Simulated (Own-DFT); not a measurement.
# A change of arrangement and its cost: As32Ga32, 64 atoms

Calculated results; nothing here was measured. The program, named Own-DFT, is a retired in-house plane-wave density functional code that no person has reviewed. Each row is one single-point run on a periodic cell that was not relaxed, without spin or spin-orbit coupling.

Settings of every run: PBE; PseudoDojo norm-conserving scalar-relativistic files; cutoff 42 hartree; 3 x 3 x 3 k mesh centred on Gamma; Fermi-Dirac smearing of 0.1 eV.

Known limits, some of them of some rows only: not probed for a lower state with spin; forces on such cells failed a check on a denser k mesh; forces not confirmed at this smearing and k mesh; stress not checked against mesh or cutoff.

All cells hold the same atoms in the same cell, with vectors in Å (11.307, 0.000, 0.000); (0.000, 11.307, 0.000); (0.000, 0.000, 11.307). Every atom was moved at random from its ideal site; u is the rms move along one axis. The defect's site can differ from row to row. E is the free energy of the cell above the lowest run. The arrangements:

- A: zincblende GaAs
- B: zincblende GaAs, with one As on a Ga site and one Ga on an As site, 2.4 Å apart

| arrangement | u (Å) | E (eV) | P (GPa) |
|---|---|---|---|
| A | 0.0193 | 0.010 | 3.52 |
| A | 0.0196 | 0.000 | 3.52 |
| A | 0.0212 | 0.102 | 3.53 |
| A | 0.0519 | 2.259 | 4.00 |
| A | 0.0521 | 2.536 | 4.08 |
| A | 0.0524 | 2.065 | 3.92 |
| B | 0.0283 | 2.907 | 3.91 |
| B | 0.0312 | 3.175 | 3.96 |
| B | 0.0317 | 3.258 | 3.99 |
| B | 0.0441 | 3.869 | 4.12 |
| B | 0.0483 | 4.858 | 4.32 |
| B | 0.0509 | 4.535 | 4.25 |

Question: once the cost of the random moves is taken out, how do the arrangements rank?

## Worked answer

Fit E = a + b u², with one b for all and one a for each arrangement, and with residuals divided by u², since the noise grows with the moves. Then b = 979 eV/Å², the scatter at u = 0.04 Å is 0.15 eV, and against A:

- B: 2.55 ± 0.06 eV (higher)

These are energies of unrelaxed cells. Relaxing the atoms lowers the strained arrangements most, so the gaps would shrink and small ones could change sign.
